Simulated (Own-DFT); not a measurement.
GaN (wurtzite, strained, atoms displaced) (calculated)

A calculation, not a measurement: plane-wave PBE density functional theory by an unreviewed code, no spin, of a simulated periodic cell, stress positive in tension, free energy of the whole cell less one offset for each atom, forces on such cells passed a denser k mesh, this cell's mesh not checked; offsets are fitted by least squares, one for each functional and potential file, so energies compare only between cells with the same atoms and settings and are not formation energies; the far tail of each file's local potential was reset to the Coulomb form; each entry is a single point on an unrelaxed cell, so the pressure reflects the starting lattice, mostly measured values (interpolated for alloys), from which strain is counted, and rises with the displacements; printed positions are rounded, which can move forces by about a meV/angstrom; the program, named Own-DFT, is a retired in-house code; no spin-orbit coupling. Program: Own-DFT development build.

Common to all runs: functional PBE; potential files PseudoDojo norm-conserving, scalar-relativistic, standard set with the stringent files for Ga; wave cutoff 96 hartree; occupations Gaussian; smearing width 0.01 eV; k mesh 3 x 4 x 3 centred on Gamma.

```json
{"entry": 1, "formula": "GaN", "kind": "wurtzite, strained, atoms displaced", "structure": {"cell_angstrom": [[12.756, 0.0, 0.0], [-4.7835, 8.2853, 0.0], [0.0, 0.0, 10.2922]], "atoms_fractional": [["Ga", 0.07446, 0.21216, 0.99585], ["Ga", 0.16345, 0.11593, 0.25846], ["N", 0.07654, 0.20844, 0.19864], ["N", 0.16977, 0.11867, 0.43644], ["Ga", 0.07859, 0.21875, 0.50664], ["Ga", 0.16473, 0.10977, 0.74042], ["N", 0.08101, 0.22091, 0.68713], ["N", 0.17427, 0.11465, 0.94038], ["Ga", 0.08413, 0.54968, 0.00049], ["Ga", 0.17175, 0.44136, 0.24726], ["N", 0.08291, 0.55521, 0.1958], ["N", 0.16295, 0.44073, 0.44452], ["Ga", 0.08379, 0.564, 0.49125], ["Ga", 0.16873, 0.43953, 0.75919], ["N", 0.08779, 0.55613, 0.7068], ["N", 0.16609, 0.45545, 0.94408], ["Ga", 0.08395, 0.8885, 0.99576], ["Ga", 0.16833, 0.79272, 0.26105], ["N", 0.0857, 0.88965, 0.18853], ["N", 0.17458, 0.78346, 0.43483], ["Ga", 0.08446, 0.88262, 0.50367], ["Ga", 0.17259, 0.78067, 0.75323], ["N", 0.08166, 0.88064, 0.69045], ["N", 0.17091, 0.77899, 0.94351], ["Ga", 0.3269, 0.22296, 0.00161], ["Ga", 0.42111, 0.10293, 0.25245], ["N", 0.33954, 0.22144, 0.18833], ["N", 0.41791, 0.10321, 0.44041], ["Ga", 0.32991, 0.22353, 0.50133], ["Ga", 0.41422, 0.11302, 0.74958], ["N", 0.33657, 0.22213, 0.68494], ["N", 0.41267, 0.11627, 0.93751], ["Ga", 0.33022, 0.54971, 0.00205], ["Ga", 0.41501, 0.44742, 0.25979], ["N", 0.33194, 0.54995, 0.19455], ["N", 0.42506, 0.44455, 0.43596], ["Ga", 0.32497, 0.54914, 0.49752], ["Ga", 0.40767, 0.43879, 0.74932], ["N", 0.33043, 0.56116, 0.68234], ["N", 0.41495, 0.44047, 0.92978], ["Ga", 0.33228, 0.89169, 0.00025], ["Ga", 0.41333, 0.78449, 0.25734], ["N", 0.33161, 0.89124, 0.19108], ["N", 0.41374, 0.78179, 0.43942], ["Ga", 0.33149, 0.89078, 0.49885], ["Ga", 0.40805, 0.77651, 0.75095], ["N", 0.32994, 0.89462, 0.6874], ["N", 0.418, 0.79634, 0.94411], ["Ga", 0.58739, 0.23655, 0.00506], ["Ga", 0.66443, 0.11152, 0.24817], ["N", 0.58563, 0.22245, 0.19017], ["N", 0.67005, 0.11464, 0.43572], ["Ga", 0.58476, 0.22534, 0.49742], ["Ga", 0.66624, 0.10667, 0.74991], ["N", 0.57895, 0.21594, 0.68581], ["N", 0.66941, 0.10731, 0.93897], ["Ga", 0.57663, 0.55205, 0.98997], ["Ga", 0.66044, 0.43895, 0.25318], ["N", 0.57835, 0.55271, 0.18753], ["N", 0.66712, 0.44689, 0.445], ["Ga", 0.57512, 0.56326, 0.49406], ["Ga", 0.67141, 0.44785, 0.75597], ["N", 0.57763, 0.55621, 0.68987], ["N", 0.66933, 0.43759, 0.93633], ["Ga", 0.58522, 0.89217, 0.99663], ["Ga", 0.67188, 0.77796, 0.24208], ["N", 0.58612, 0.89544, 0.19239], ["N", 0.66597, 0.77356, 0.43891], ["Ga", 0.5833, 0.88518, 0.50683], ["Ga", 0.66949, 0.77996, 0.75118], ["N", 0.57729, 0.88249, 0.68708], ["N", 0.6616, 0.76451, 0.93457], ["Ga", 0.82408, 0.21551, 0.00306], ["Ga", 0.92214, 0.12223, 0.25552], ["N", 0.83613, 0.22668, 0.19032], ["N", 0.91571, 0.10421, 0.42368], ["Ga", 0.83367, 0.2214, 0.50307], ["Ga", 0.90913, 0.10645, 0.74073], ["N", 0.83526, 0.22659, 0.69428], ["N", 0.92537, 0.11535, 0.93701], ["Ga", 0.8352, 0.55391, 0.9924], ["Ga", 0.91223, 0.44248, 0.24649], ["N", 0.83657, 0.5583, 0.18501], ["N", 0.92324, 0.44137, 0.44099], ["Ga", 0.83704, 0.56617, 0.50667], ["Ga", 0.91098, 0.43827, 0.76484], ["N", 0.83646, 0.56226, 0.69662], ["N", 0.91806, 0.4465, 0.94435], ["Ga", 0.83704, 0.88262, 0.99857], ["Ga", 0.91658, 0.77409, 0.24816], ["N", 0.83701, 0.89164, 0.18962], ["N", 0.92433, 0.78283, 0.42783], ["Ga", 0.83748, 0.88133, 0.51241], ["Ga", 0.91725, 0.77652, 0.74864], ["N", 0.82548, 0.87916, 0.69115], ["N", 0.91055, 0.76958, 0.94555]]}, "results": {"free_energy_of_cell_above_offsets [eV]": "-2.871", "pressure [GPa]": 8.98, "stress_xx [GPa]": -8.14, "stress_yy [GPa]": -7.21, "stress_zz [GPa]": -11.6, "stress_yz [GPa]": -0.07, "stress_xz [GPa]": -0.78, "stress_xy [GPa]": -1.31, "force_element": ["Ga", "Ga", "N", "N", "Ga", "Ga", "N", "N", "Ga", "Ga", "N", "N", "Ga", "Ga", "N", "N", "Ga", "Ga", "N", "N", "Ga", "Ga", "N", "N", "Ga", "Ga", "N", "N", "Ga", "Ga", "N", "N", "Ga", "Ga", "N", "N", "Ga", "Ga", "N", "N", "Ga", "Ga", "N", "N", "Ga", "Ga", "N", "N", "Ga", "Ga", "N", "N", "Ga", "Ga", "N", "N", "Ga", "Ga", "N", "N", "Ga", "Ga", "N", "N", "Ga", "Ga", "N", "N", "Ga", "Ga", "N", "N", "Ga", "Ga", "N", "N", "Ga", "Ga", "N", "N", "Ga", "Ga", "N", "N", "Ga", "Ga", "N", "N", "Ga", "Ga", "N", "N", "Ga", "Ga", "N", "N"], "force_x [eV/angstrom]": [2.961, 2.091, 0.773, -0.327, -0.13, 0.716, -0.103, -2.985, -1.98, -2.272, 0.514, -0.106, 1.188, -0.946, -1.067, 2.607, 0.43, 0.535, -0.891, -1.478, -0.026, -0.597, -0.367, -1.173, 2.257, -1.415, -1.055, -0.869, 1.668, 1.014, -1.712, 1.066, 0.454, 0.978, 0.286, -3.389, 0.892, 0.809, 0.437, -1.24, -0.625, 1.103, 0.217, 0.901, 1.156, 0.581, 0.805, 1.61, -0.565, 1.38, -0.32, -0.131, 0.202, -1.147, 0.857, -1.394, 0.926, 0.613, 0.472, 0.037, 3.224, -1.702, 0.745, -0.756, -0.084, -0.794, -0.189, 0.474, -0.267, -2.279, 0.412, 0.238, 2.226, -1.568, -0.473, -0.225, 0.179, 1.173, -0.531, -3.46, -0.444, 0.839, -1.173, -2.07, 0.353, 1.433, 0.238, 0.145, -1.833, 0.02, -0.021, -0.289, -1.156, 0.025, 1.747, 1.611], "force_y [eV/angstrom]": [1.764, -1.034, 2.509, -1.088, 0.322, -0.146, -0.499, -1.061, 2.077, -0.434, 0.301, -0.134, -0.937, 0.799, -0.41, -2.654, -0.111, -1.495, 0.643, -0.393, 1.063, -1.095, 0.873, -0.404, 0.506, 1.306, 0.24, 1.59, -0.112, 0.03, -0.036, 0.203, 1.34, -1.069, 1.346, -1.296, 0.986, 1.171, -1.045, 0.271, 1.306, -0.553, -0.651, -0.955, 0.123, 0.635, -0.201, -2.502, -3.013, 0.147, 0.15, -0.499, -0.369, 0.066, 0.868, 0.542, -0.794, 1.401, 0.124, 0.698, -0.267, -0.916, -0.259, 1.817, -1.024, 0.179, -1.314, 1.636, 0.553, -1.802, 0.483, 2.223, 0.92, -1.593, -0.938, -0.26, 0.014, 0.357, -0.765, -2.07, -0.327, 0.818, -0.847, 0.406, -1.511, 1.458, -1.106, -1.164, 0.989, 0.656, 0.182, -0.436, 0.389, 0.552, 1.442, 1.113], "force_z [eV/angstrom]": [1.866, -2.038, -2.51, 2.265, -2.062, 1.257, 1.116, -1.676, 1.729, 0.822, -0.421, -0.947, 1.837, -1.182, -1.728, -0.372, 0.982, -3.441, -0.119, 2.296, -0.839, 0.697, -0.147, -0.493, 0.973, -0.109, 0.912, -0.26, -0.948, 0.498, 0.13, 0.429, 0.295, -2.5, -0.878, 1.246, -0.222, -1.308, 1.224, 1.403, 0.93, -1.339, -0.335, 0.878, 1.008, 0.266, -0.158, -1.053, -0.539, 0.588, -0.19, 0.868, 0.546, -0.308, 0.754, -0.51, 1.478, 0.06, -0.64, -0.524, 2.236, -2.221, -0.048, 0.499, 1.046, 0.832, -0.831, -0.342, -2.014, -0.263, 1.454, 0.715, 0.363, -3.222, -0.432, 6.37, -0.856, 1.726, -0.804, -1.334, 1.957, 0.673, 0.091, -0.079, -1.024, -1.897, -0.684, 0.551, 0.917, -1.483, -0.636, 2.902, -3.594, 1.526, 0.34, -1.99]}}
{"entry": 2, "formula": "GaN", "kind": "wurtzite, strained, atoms displaced", "structure": {"cell_angstrom": [[12.756, 0.0, 0.0], [-4.7835, 8.2853, 0.0], [0.0, 0.0, 10.2922]], "atoms_fractional": [["Ga", 0.07888, 0.22996, 0.99968], ["Ga", 0.16344, 0.10052, 0.25063], ["N", 0.08371, 0.22418, 0.1846], ["N", 0.16052, 0.11289, 0.43434], ["Ga", 0.08274, 0.21392, 0.49803], ["Ga", 0.17164, 0.11745, 0.74754], ["N", 0.08054, 0.21229, 0.6884], ["N", 0.16221, 0.10962, 0.94464], ["Ga", 0.08525, 0.55326, 0.99841], ["Ga", 0.16696, 0.44953, 0.25017], ["N", 0.08175, 0.5535, 0.1924], ["N", 0.172, 0.45429, 0.42902], ["Ga", 0.08947, 0.55656, 0.49138], ["Ga", 0.17158, 0.44234, 0.74207], ["N", 0.08709, 0.55882, 0.68975], ["N", 0.16875, 0.45747, 0.93703], ["Ga", 0.07661, 0.88291, 0.99475], ["Ga", 0.1593, 0.76925, 0.25472], ["N", 0.08589, 0.89495, 0.1858], ["N", 0.1692, 0.78289, 0.4425], ["Ga", 0.08442, 0.89125, 0.50664], ["Ga", 0.17212, 0.78731, 0.74619], ["N", 0.08566, 0.89273, 0.68743], ["N", 0.17139, 0.78348, 0.94503], ["Ga", 0.33828, 0.23281, 0.00106], ["Ga", 0.414, 0.11187, 0.25666], ["N", 0.32398, 0.22072, 0.19182], ["N", 0.42078, 0.11928, 0.4363], ["Ga", 0.33699, 0.22588, 0.50627], ["Ga", 0.41616, 0.1114, 0.7468], ["N", 0.33433, 0.21753, 0.68671], ["N", 0.41558, 0.10837, 0.93869], ["Ga", 0.33939, 0.55493, 0.99778], ["Ga", 0.41612, 0.45109, 0.23823], ["N", 0.33052, 0.54944, 0.18689], ["N", 0.41606, 0.44452, 0.43649], ["Ga", 0.34572, 0.56962, 0.49275], ["Ga", 0.41508, 0.43866, 0.7505], ["N", 0.33801, 0.56445, 0.69251], ["N", 0.41764, 0.44322, 0.93341], ["Ga", 0.34628, 0.90218, 0.00464], ["Ga", 0.41801, 0.76912, 0.25608], ["N", 0.33283, 0.88011, 0.19386], ["N", 0.42121, 0.78733, 0.44288], ["Ga", 0.33498, 0.89308, 0.50299], ["Ga", 0.4203, 0.78628, 0.75866], ["N", 0.3324, 0.88468, 0.68612], ["N", 0.42243, 0.79164, 0.93458], ["Ga", 0.58201, 0.22452, 0.99786], ["Ga", 0.66947, 0.11205, 0.25414], ["N", 0.58688, 0.22323, 0.18806], ["N", 0.6641, 0.10441, 0.43263], ["Ga", 0.58612, 0.22565, 0.50457], ["Ga", 0.66934, 0.11021, 0.75517], ["N", 0.58453, 0.22389, 0.69512], ["N", 0.66784, 0.11664, 0.9314], ["Ga", 0.5822, 0.55539, 0.00362], ["Ga", 0.66164, 0.44673, 0.25466], ["N", 0.58225, 0.56221, 0.18024], ["N", 0.66766, 0.44012, 0.44422], ["Ga", 0.58176, 0.5542, 0.50079], ["Ga", 0.66094, 0.44351, 0.75216], ["N", 0.58413, 0.55322, 0.69126], ["N", 0.67605, 0.44824, 0.93092], ["Ga", 0.58621, 0.88559, 0.00432], ["Ga", 0.66074, 0.76813, 0.2497], ["N", 0.57758, 0.88347, 0.18888], ["N", 0.66817, 0.77029, 0.43695], ["Ga", 0.58368, 0.88684, 0.50028], ["Ga", 0.6648, 0.77154, 0.75738], ["N", 0.58531, 0.89265, 0.687], ["N", 0.67221, 0.78659, 0.93378], ["Ga", 0.82921, 0.22085, 0.00046], ["Ga", 0.91701, 0.10818, 0.26139], ["N", 0.84316, 0.22308, 0.18813], ["N", 0.91698, 0.1069, 0.43804], ["Ga", 0.83568, 0.22804, 0.5034], ["Ga", 0.92248, 0.11563, 0.75103], ["N", 0.84263, 0.2233, 0.6939], ["N", 0.91516, 0.10065, 0.933], ["Ga", 0.83345, 0.55882, 0.99841], ["Ga", 0.92263, 0.45359, 0.2507], ["N", 0.82699, 0.53792, 0.19316], ["N", 0.91593, 0.44015, 0.434], ["Ga", 0.8323, 0.55042, 0.50949], ["Ga", 0.91298, 0.44517, 0.74912], ["N", 0.83981, 0.56294, 0.6827], ["N", 0.91749, 0.44566, 0.9341], ["Ga", 0.83796, 0.90401, 0.98804], ["Ga", 0.91449, 0.77469, 0.25294], ["N", 0.82778, 0.89211, 0.18206], ["N", 0.91805, 0.77588, 0.43751], ["Ga", 0.82438, 0.88714, 0.4983], ["Ga", 0.91691, 0.78465, 0.76088], ["N", 0.82861, 0.88589, 0.6911], ["N", 0.91915, 0.7744, 0.93317]]}, "results": {"free_energy_of_cell_above_offsets [eV]": "-4.174", "pressure [GPa]": 8.51, "stress_xx [GPa]": -6.26, "stress_yy [GPa]": -6.23, "stress_zz [GPa]": -13.03, "stress_yz [GPa]": 0.17, "stress_xz [GPa]": -0.28, "stress_xy [GPa]": 0.05, "force_element": ["Ga", "Ga", "N", "N", "Ga", "Ga", "N", "N", "Ga", "Ga", "N", "N", "Ga", "Ga", "N", "N", "Ga", "Ga", "N", "N", "Ga", "Ga", "N", "N", "Ga", "Ga", "N", "N", "Ga", "Ga", "N", "N", "Ga", "Ga", "N", "N", "Ga", "Ga", "N", "N", "Ga", "Ga", "N", "N", "Ga", "Ga", "N", "N", "Ga", "Ga", "N", "N", "Ga", "Ga", "N", "N", "Ga", "Ga", "N", "N", "Ga", "Ga", "N", "N", "Ga", "Ga", "N", "N", "Ga", "Ga", "N", "N", "Ga", "Ga", "N", "N", "Ga", "Ga", "N", "N", "Ga", "Ga", "N", "N", "Ga", "Ga", "N", "N", "Ga", "Ga", "N", "N", "Ga", "Ga", "N", "N"], "force_x [eV/angstrom]": [1.123, -1.351, -0.142, 2.514, -1.18, -0.443, 0.77, 0.494, -1.421, 0.205, 0.305, 1.112, -1.188, -1.339, -0.13, 2.032, 1.958, 0.604, -0.415, -0.079, -0.626, -0.558, -0.356, 0.175, -0.926, 0.363, 2.223, -0.179, -0.89, 0.792, -0.299, -0.312, -1.938, 0.491, -0.263, 0.522, -1.276, -0.251, 0.877, 0.457, -1.776, -1.362, -0.281, 0.001, -0.088, 0.227, 0.548, 0.951, 0.709, 0.429, -1.087, 0.289, 0.264, 0.343, 0.181, -0.062, 1.34, 1.042, 0.352, -0.796, 0.459, 1.801, -1.092, -2.125, -0.628, 0.55, 0.965, -1.75, 0.587, -0.481, 0.26, -0.404, 0.812, 0.383, -1.544, -0.722, 0.257, -0.486, -1.836, -0.553, 1.089, -0.416, -1.044, 0.151, 0.487, 1.385, -1.071, -0.026, 0.586, -0.261, 0.828, -0.604, 2.493, 0.423, 0.384, -1.535], "force_y [eV/angstrom]": [-0.325, 1.713, -0.117, -0.617, 1.649, -1.282, 1.613, 1.087, 1.605, -1.583, 0.564, -0.949, 0.087, 0.613, -0.339, -1.617, 1.165, 1.618, -2.507, -0.008, -0.273, -1.598, 0.234, -0.1, -2.681, -0.415, 0.868, -0.461, -0.274, -0.896, 0.866, 2.057, 0.986, -1.955, 1.247, 0.331, -1.392, 1.058, -0.761, 0.703, -2.013, 0.896, 0.682, -0.333, 0.204, -0.366, 1.367, -1.38, 0.131, 0.24, 0.052, 0.822, -1.026, 0.191, -0.395, -0.827, 0.588, -0.796, -1.67, 0.82, -0.526, 0.371, 0.087, -0.256, 1.091, 2.431, 0.404, -0.127, 0.471, 0.788, -0.504, -1.419, 0.468, 0.223, -0.022, 0.384, -0.983, -1.294, 0.14, 4.416, -0.593, -2.143, 2.187, 0.76, 0.974, 0.646, -0.355, -0.183, -3.941, 0.221, -0.877, -0.023, 0.019, -0.408, 0.369, 0.099], "force_z [eV/angstrom]": [0.031, -0.473, 1.11, 0.887, 0.183, 1.52, -0.709, -1.229, 0.114, -1.243, -1.005, 2.051, 1.777, 0.55, -0.772, -0.538, 0.937, -0.878, 0.005, -0.261, -1.383, 1.382, 1.185, -0.829, 0.473, -1.929, -0.579, 1.805, -2.256, 0.718, 0.708, -0.552, -0.325, 1.787, -0.566, -0.401, 1.399, -1.185, -0.832, 0.814, 0.877, -0.766, 0.274, -0.587, -0.879, -2.277, 0.479, 2.149, 0.241, -1.871, 0.053, 2.227, -0.197, -1.952, -0.815, 2.576, -2.606, -0.262, 1.559, -0.523, 0.325, -1.088, -0.451, 1.762, -0.667, -0.256, 0.372, -0.282, 0.271, -2.233, 0.368, 1.908, 0.069, -2.934, 0.126, 1.92, -0.267, -0.519, -0.98, -0.292, 0.899, -0.228, -1.096, 1.166, -2.879, -0.255, 2.87, 1.085, 2.69, -0.926, 0.436, 0.773, 0.961, -3.941, -0.33, 2.428]}}
```
